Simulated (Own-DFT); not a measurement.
# What random displacements cost in beta-Si3N4, 42 atoms (N24Si18)

Calculated results; nothing here was measured. The program, named Own-DFT, is a retired in-house plane-wave density functional code that no person has reviewed. Each row is one single-point run on a periodic cell that was not relaxed, without spin or spin-orbit coupling.

Settings of every run: PBE; PseudoDojo norm-conserving scalar-relativistic files; cutoff 42 hartree; 3 x 3 x 3 k mesh centred on Gamma; Fermi-Dirac smearing of 0.1 eV.

Known limits, some of them of some rows only: some atoms lie very close together; forces on such cells passed a denser k mesh, each cell not checked; stress not checked against mesh or cutoff.

Cell vectors in Å: (7.606, 0.000, 0.000); (-3.803, 6.587, 0.000); (0.000, 0.000, 8.727). In each run every atom was moved at random and independently from its ideal site; u is the rms move along one axis. E is the free energy for each atom above the fitted value at u = 0, and F the rms of the force components.

| run | u (Å) | E (meV/atom) | F (eV/Å) | largest force (eV/Å) | P (GPa) |
|---|---|---|---|---|---|
| 1 | 0.0212 | 22.6 | 1.017 | 3.44 | 5.63 |
| 2 | 0.0218 | 20.2 | 0.946 | 3.61 | 5.61 |
| 3 | 0.0434 | 73.5 | 1.591 | 5.49 | 6.93 |
| 4 | 0.0471 | 98.4 | 1.914 | 5.47 | 7.66 |
| 5 | 0.0514 | ? | ? | ? | ? |
| 6 | 0.1019 | 537.1 | 5.804 | 32.43 | 19.59 |
| 7 | 0.1038 | 439.1 | 4.213 | 19.27 | 16.67 |
| 8 | 0.1473 | 1158.4 | 9.728 | 52.94 | 35.60 |

## Worked fit

For small independent moves the energy grows as E = (3/2) K u², with K the mean stiffness felt by one atom. The runs with u up to 0.11 Å give K = 29.8 ± 2.1 eV/Å², with residuals divided by u² + 0.0006 Å², since the noise grows with the moves. The scatter is 14.2 meV/atom at u = 0.05 Å. The forces follow F = G u with G = 44.9 eV/Å²; no force at u = 0 is resolved. G exceeds K because the moves of its neighbours add to the force on an atom, and stiffness differs between atoms. At u = 0.147 Å the parabola gives 970 meV/atom and the run 1158. The pressure follows P = 4.93 + 1242 u² GPa: at fixed volume, shortened bonds push harder than stretched ones pull.

## Withheld run

Question: what energy and rms force should run 5 give?

The fit gives 118 ± 17 meV/atom and about 2.31 eV/Å. The calculation gave 144.4 meV/atom and 2.490 eV/Å.
